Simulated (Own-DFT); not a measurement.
# Computed records: Hf₃₁O₆₄ (monoclinic hafnia with one vacancy, atoms displaced)

All values are calculated (Own-DFT development build). A calculation, not a measurement: plane-wave density functional theory by an unreviewed code, no spin, of a simulated periodic cell, stress positive in tension, run twice, with PBE and with PBEsol, both on files made for PBE, so the change isn't that of files made for PBEsol, defect cell not probed for a lower state with spin; a neutral cation vacancy leaves holes that likely carry spin, which this run leaves out; hafnium file: forces about 75 meV/angstrom off all-electron values; oxygen file: force components 24 meV/angstrom off all-electron in one glass; forces on such cells passed a denser k mesh, this cell's mesh not checked; the far tail of each file's local potential was reset to the Coulomb form; each entry is a single point on an unrelaxed cell, so the pressure reflects the starting lattice, mostly measured values (interpolated for alloys), from which strain is counted, and rises with the displacements; printed positions are rounded, which can move forces by about a meV/angstrom; the program, named Own-DFT, is a retired in-house code; no spin-orbit coupling; stress was not checked against mesh or cutoff.

```cif
# cell vector a (Å): 10.2340 0.0000 0.0000
# cell vector b (Å): 0.0000 10.3500 0.0000
# cell vector c (Å): -1.6955 0.0000 10.4453
data_Hf31O64
_symmetry_space_group_name_H-M 'P 1'
_symmetry_Int_Tables_number 1
_cell_length_a 10.2340
_cell_length_b 10.3500
_cell_length_c 10.5820
_cell_angle_alpha 90.000
_cell_angle_beta 99.220
_cell_angle_gamma 90.000
_cell_volume 1106.39
loop_
_atom_site_label
_atom_site_type_symbol
_atom_site_fract_x
_atom_site_fract_y
_atom_site_fract_z
_atom_site_occupancy
Hf1 Hf 0.36371 0.27015 0.15190 1
Hf2 Hf 0.36787 0.46858 0.39441 1
Hf3 Hf 0.13113 0.22994 0.35636 1
O1 O 0.03953 0.16600 0.17211 1
O2 O 0.46677 0.41267 0.07972 1
O3 O 0.46392 0.34388 0.32192 1
O4 O 0.03010 0.08255 0.42159 1
O5 O 0.21746 0.38247 0.24176 1
O6 O 0.26928 0.13303 0.01362 1
O7 O 0.27460 0.12135 0.26170 1
O8 O 0.22386 0.37274 0.49398 1
Hf4 Hf 0.14104 0.02596 0.60498 1
Hf5 Hf 0.36085 0.27381 0.64333 1
Hf6 Hf 0.36009 0.48337 0.89387 1
Hf7 Hf 0.13868 0.22493 0.85766 1
O9 O 0.03804 0.16539 0.67450 1
O10 O 0.46456 0.42053 0.57690 1
O11 O 0.46829 0.33848 0.82942 1
O12 O 0.03802 0.08180 0.92081 1
O13 O 0.22618 0.37859 0.74510 1
O14 O 0.27777 0.13149 0.50706 1
O15 O 0.27787 0.11790 0.76073 1
O16 O 0.22366 0.37127 0.99235 1
Hf8 Hf 0.14726 0.52134 0.09970 1
Hf9 Hf 0.36014 0.76836 0.15191 1
Hf10 Hf 0.35618 0.97522 0.39443 1
Hf11 Hf 0.13288 0.72160 0.36130 1
O17 O 0.03646 0.65835 0.17714 1
O18 O 0.46127 0.92305 0.07394 1
O19 O 0.47231 0.82867 0.32887 1
O20 O 0.04126 0.58663 0.42994 1
O21 O 0.22579 0.87978 0.24385 1
O22 O 0.27795 0.62737 0.01003 1
O23 O 0.27252 0.61971 0.26353 1
O24 O 0.22334 0.86780 0.49428 1
Hf12 Hf 0.13458 0.51893 0.60309 1
Hf13 Hf 0.36110 0.76460 0.64041 1
Hf14 Hf 0.36923 0.98499 0.89719 1
Hf15 Hf 0.13829 0.72787 0.85908 1
O25 O 0.03840 0.66327 0.67512 1
O26 O 0.47124 0.91989 0.58455 1
O27 O 0.46844 0.82621 0.82388 1
O28 O 0.02874 0.58633 0.91824 1
O29 O 0.22638 0.87902 0.74007 1
O30 O 0.28036 0.63688 0.51094 1
O31 O 0.27828 0.61427 0.76355 1
O32 O 0.22031 0.87039 0.97707 1
Hf16 Hf 0.63337 0.01637 0.11208 1
Hf17 Hf 0.86348 0.27762 0.15034 1
Hf18 Hf 0.86889 0.48243 0.38727 1
Hf19 Hf 0.63492 0.23532 0.35433 1
O33 O 0.53867 0.16497 0.17125 1
O34 O 0.95770 0.40904 0.07906 1
O35 O 0.96025 0.33820 0.32984 1
O36 O 0.53923 0.07865 0.42880 1
O37 O 0.72593 0.37794 0.23778 1
O38 O 0.77484 0.13408 0.00692 1
O39 O 0.77976 0.12138 0.25437 1
O40 O 0.72181 0.37358 0.49073 1
Hf20 Hf 0.63816 0.01131 0.60323 1
Hf21 Hf 0.86472 0.26695 0.64643 1
Hf22 Hf 0.85905 0.47254 0.89217 1
Hf23 Hf 0.63612 0.22234 0.85369 1
O41 O 0.53257 0.16696 0.67469 1
O42 O 0.95875 0.41637 0.57902 1
O43 O 0.96512 0.33427 0.82297 1
O44 O 0.53269 0.07772 0.92645 1
O45 O 0.71886 0.37667 0.73963 1
O46 O 0.78086 0.12835 0.50806 1
O47 O 0.77431 0.11495 0.76097 1
O48 O 0.72646 0.37755 0.98923 1
Hf24 Hf 0.63349 0.52796 0.09998 1
Hf25 Hf 0.86620 0.76448 0.14355 1
Hf26 Hf 0.86571 0.98171 0.39487 1
Hf27 Hf 0.64153 0.72787 0.35545 1
O49 O 0.54055 0.66556 0.17035 1
O50 O 0.96142 0.91582 0.07026 1
O51 O 0.96486 0.83528 0.32288 1
O52 O 0.54282 0.59490 0.42365 1
O53 O 0.72139 0.87816 0.24109 1
O54 O 0.77104 0.62909 0.00141 1
O55 O 0.78330 0.60953 0.25961 1
O56 O 0.71966 0.87643 0.48243 1
Hf28 Hf 0.63626 0.51845 0.60138 1
Hf29 Hf 0.87319 0.76589 0.64940 1
Hf30 Hf 0.86385 0.97215 0.89807 1
Hf31 Hf 0.63445 0.73306 0.85397 1
O57 O 0.54386 0.66309 0.66609 1
O58 O 0.96677 0.91316 0.57501 1
O59 O 0.96679 0.83618 0.82575 1
O60 O 0.54298 0.57171 0.92344 1
O61 O 0.72861 0.88501 0.74321 1
O62 O 0.78337 0.62967 0.50913 1
O63 O 0.77325 0.62471 0.76268 1
O64 O 0.72784 0.86904 0.98621 1
_calc_functional 'PBE, then PBEsol'
_calc_potential_files 'PseudoDojo norm-conserving, scalar-relativistic, standard set'
_calc_wave_cutoff 72  # hartree
_calc_occupations 'Fermi-Dirac'
_calc_smearing_width 0.1  # eV
_calc_k_mesh '2 x 2 x 2 centred on Gamma'
_calc_PBE_pressure 5.4  # GPa
_calc_PBE_stress_xx -5.31  # GPa
_calc_PBE_stress_yy -5.75  # GPa
_calc_PBE_stress_zz -5.12  # GPa
_calc_PBE_stress_yz -0.02  # GPa
_calc_PBE_stress_xz -0.08  # GPa
_calc_PBE_stress_xy 0.15  # GPa
_calc_PBEsol_pressure -0.93  # GPa
_calc_PBEsol_stress_xx 1.03  # GPa
_calc_PBEsol_stress_yy 0.53  # GPa
_calc_PBEsol_stress_zz 1.24  # GPa
_calc_PBEsol_stress_yz -0.01  # GPa
_calc_PBEsol_stress_xz 0.28  # GPa
_calc_PBEsol_stress_xy 0.16  # GPa
_calc_rms_change_of_force_components_from_PBE_to_PBEsol 0.048  # eV/angstrom
```

Force:
| force element | PBE force x (eV/Å) | PBE force y (eV/Å) | PBE force z (eV/Å) | PBEsol force x (eV/Å) | PBEsol force y (eV/Å) | PBEsol force z (eV/Å) |
| --- | --- | --- | --- | --- | --- | --- |
| Hf | -1.691 | -1.547 | -2.456 | -1.655 | -1.468 | -2.394 |
| Hf | -2.109 | 4.03 | 1.013 | -2.076 | 3.887 | 1.01 |
| Hf | 0.984 | -1.293 | -1.796 | 0.971 | -1.31 | -1.806 |
| O | -0.807 | 1.008 | 0.807 | -0.861 | 1.138 | 0.932 |
| O | -0.323 | 0.3 | 0.057 | -0.323 | 0.313 | 0.023 |
| O | 1.865 | -1.949 | 0.119 | 1.808 | -1.922 | 0.081 |
| O | 1.421 | 1.078 | 0.486 | 1.385 | 1.04 | 0.523 |
| O | 0.527 | -0.366 | 0.303 | 0.589 | -0.348 | 0.295 |
| O | 1.527 | 0.322 | -0.929 | 1.516 | 0.392 | -0.975 |
| O | 0.735 | 0.954 | 1.429 | 0.7 | 0.985 | 1.477 |
| O | 0.124 | 0.037 | -0.584 | 0.194 | 0.039 | -0.563 |
| Hf | 0.069 | -1.817 | 0.405 | 0.077 | -1.738 | 0.386 |
| Hf | 0.44 | -0.514 | 1.759 | 0.425 | -0.462 | 1.747 |
| Hf | 0.911 | -1.933 | 0.65 | 0.879 | -1.936 | 0.644 |
| Hf | 0.471 | -0.061 | 1.194 | 0.471 | -0.128 | 1.148 |
| O | -0.173 | 0.059 | -0.273 | -0.16 | 0.066 | -0.223 |
| O | -0.483 | -0.625 | -0.5 | -0.475 | -0.601 | -0.551 |
| O | -0.287 | -0.505 | -0.514 | -0.29 | -0.498 | -0.55 |
| O | -0.609 | 0.332 | -0.845 | -0.613 | 0.363 | -0.891 |
| O | -0.181 | -0.159 | -0.871 | -0.103 | -0.15 | -0.855 |
| O | -0.454 | -0.138 | 0.324 | -0.514 | -0.142 | 0.329 |
| O | -0.049 | 0.943 | -0.441 | -0.118 | 0.921 | -0.437 |
| O | -0.033 | 0.489 | -0.048 | 0.021 | 0.501 | -0.041 |
| Hf | -1.823 | -0.739 | 0.472 | -1.741 | -0.688 | 0.46 |
| Hf | -0.65 | 2.194 | -0.412 | -0.647 | 2.174 | -0.349 |
| Hf | 0.369 | 0.243 | -0.844 | 0.337 | 0.199 | -0.82 |
| Hf | 2.032 | 3.165 | -2.038 | 2.013 | 3.049 | -2.018 |
| O | -0.289 | -0.082 | -0.313 | -0.278 | -0.057 | -0.257 |
| O | -0.508 | -1.655 | 1.347 | -0.474 | -1.577 | 1.266 |
| O | -1.272 | 0.917 | -0.134 | -1.234 | 0.866 | -0.179 |
| O | -1.509 | -1.615 | 0.053 | -1.464 | -1.597 | 0.092 |
| O | 1.157 | -1.301 | 0.608 | 1.283 | -1.356 | 0.703 |
| O | 0.086 | 0.147 | 0.514 | 0.006 | 0.114 | 0.503 |
| O | 0.861 | -0.253 | -0.281 | 0.777 | -0.246 | -0.29 |
| O | 0.208 | 0.678 | -0.309 | 0.274 | 0.659 | -0.298 |
| Hf | 0.613 | -0.68 | 1.577 | 0.596 | -0.62 | 1.516 |
| Hf | 0.702 | 1.539 | 1.588 | 0.665 | 1.554 | 1.563 |
| Hf | -3.28 | -1.924 | -0.081 | -3.215 | -1.918 | -0.045 |
| Hf | 0.597 | 1.249 | -0.42 | 0.598 | 1.199 | -0.414 |
| O | 0.291 | -0.034 | -0.171 | 0.277 | -0.016 | -0.134 |
| O | -2.103 | -1.473 | -0.529 | -2.038 | -1.431 | -0.565 |
| O | -1.327 | 0.923 | 0.391 | -1.271 | 0.878 | 0.328 |
| O | 0.404 | -0.509 | 1.093 | 0.419 | -0.501 | 1.104 |
| O | 0.091 | -0.296 | -0.826 | 0.143 | -0.288 | -0.819 |
| O | -0.563 | -1.898 | -0.36 | -0.623 | -1.825 | -0.336 |
| O | -0.155 | 1.217 | -0.987 | -0.209 | 1.181 | -0.952 |
| O | 1.058 | -0.829 | 0.802 | 1.138 | -0.897 | 0.692 |
| Hf | 2.038 | 0.406 | -1.005 | 1.977 | 0.449 | -1.01 |
| Hf | -1.315 | -3.076 | -1.535 | -1.281 | -2.958 | -1.475 |
| Hf | -2.665 | 0.037 | 2.303 | -2.627 | -0.004 | 2.261 |
| Hf | 1.891 | -1.644 | 0.41 | 1.87 | -1.643 | 0.369 |
| O | -1.104 | 1.053 | 0.905 | -1.068 | 1.034 | 0.934 |
| O | 2.87 | 2.387 | -0.878 | 2.766 | 2.326 | -0.899 |
| O | 1.78 | -1.253 | 0.114 | 1.722 | -1.22 | 0.057 |
| O | -0.535 | 1.219 | -1.673 | -0.505 | 1.165 | -1.578 |
| O | -0.919 | 0.061 | 0.502 | -0.82 | 0.048 | 0.498 |
| O | -0.373 | -0.346 | 0.364 | -0.437 | -0.332 | 0.341 |
| O | -0.625 | -0.117 | 1.204 | -0.676 | -0.113 | 1.187 |
| O | 0.076 | -0.418 | -0.921 | 0.123 | -0.407 | -0.904 |
| Hf | 1.237 | 1.501 | 0.335 | 1.204 | 1.488 | 0.296 |
| Hf | -1.463 | 0.024 | -0.166 | -1.426 | 0.074 | -0.135 |
| Hf | -0.846 | 1.013 | 0.052 | -0.853 | 0.946 | 0.077 |
| Hf | 0.55 | 1.009 | 0.391 | 0.545 | 0.949 | 0.345 |
| O | -0.037 | -0.155 | -0.296 | -0.035 | -0.126 | -0.226 |
| O | 1.234 | 0.474 | -0.211 | 1.21 | 0.471 | -0.246 |
| O | 0.362 | -0.34 | 0.376 | 0.331 | -0.346 | 0.317 |
| O | 1.699 | 1.301 | -0.293 | 1.658 | 1.247 | -0.238 |
| O | 0.568 | -0.168 | -0.157 | 0.617 | -0.161 | -0.148 |
| O | -0.147 | 0.475 | 0.059 | -0.189 | 0.456 | 0.059 |
| O | 0.219 | 1.018 | -0.327 | 0.139 | 0.998 | -0.317 |
| O | -0.573 | -0.959 | -0.316 | -0.483 | -0.918 | -0.318 |
| Hf | 1.483 | -2.587 | 0.125 | 1.446 | -2.49 | 0.077 |
| Hf | 0.136 | 1.081 | -0.2 | 0.145 | 1.115 | -0.179 |
| Hf | -1.719 | -0.645 | -0.591 | -1.695 | -0.664 | -0.547 |
| Hf | 1.685 | 1.059 | -0.061 | 1.627 | 1.013 | -0.072 |
| O | -1.329 | 1.342 | 0.394 | -1.28 | 1.308 | 0.436 |
| O | -0.532 | -1.075 | 0.976 | -0.693 | -1.122 | 0.843 |
| O | 0.135 | -0.641 | 0.209 | 0.121 | -0.652 | 0.169 |
| O | -2.235 | -2.618 | 0.085 | -2.154 | -2.569 | 0.131 |
| O | 0.575 | -0.488 | -0.68 | 0.607 | -0.468 | -0.663 |
| O | 0.65 | 0.449 | 1.468 | 0.56 | 0.434 | 1.431 |
| O | -0.354 | 1.92 | -0.962 | -0.394 | 1.866 | -0.929 |
| O | 0.386 | -0.505 | 0.81 | 0.412 | -0.472 | 0.776 |
| Hf | 2.207 | 0.455 | 0.701 | 2.153 | 0.493 | 0.662 |
| Hf | -1.995 | 0.536 | -0.498 | -1.929 | 0.557 | -0.449 |
| Hf | 0.261 | 2.018 | 0.282 | 0.247 | 1.908 | 0.297 |
| Hf | 1.652 | -1.291 | -0.549 | 1.64 | -1.302 | -0.557 |
| O | -1.842 | 1.377 | 0.489 | -1.792 | 1.342 | 0.515 |
| O | 0.438 | 0.268 | 0.148 | 0.418 | 0.277 | 0.103 |
| O | 0.766 | -0.921 | -0.244 | 0.736 | -0.927 | -0.282 |
| O | -1.084 | 1.195 | -1.305 | -1.054 | 1.153 | -1.197 |
| O | -0.171 | -1.629 | -0.376 | -0.117 | -1.587 | -0.353 |
| O | 0.102 | 0.102 | 0.151 | 0.041 | 0.095 | 0.144 |
| O | 0.807 | -0.659 | -0.454 | 0.731 | -0.645 | -0.436 |
| O | -0.808 | 0.127 | 0.818 | -0.72 | 0.114 | 0.772 |
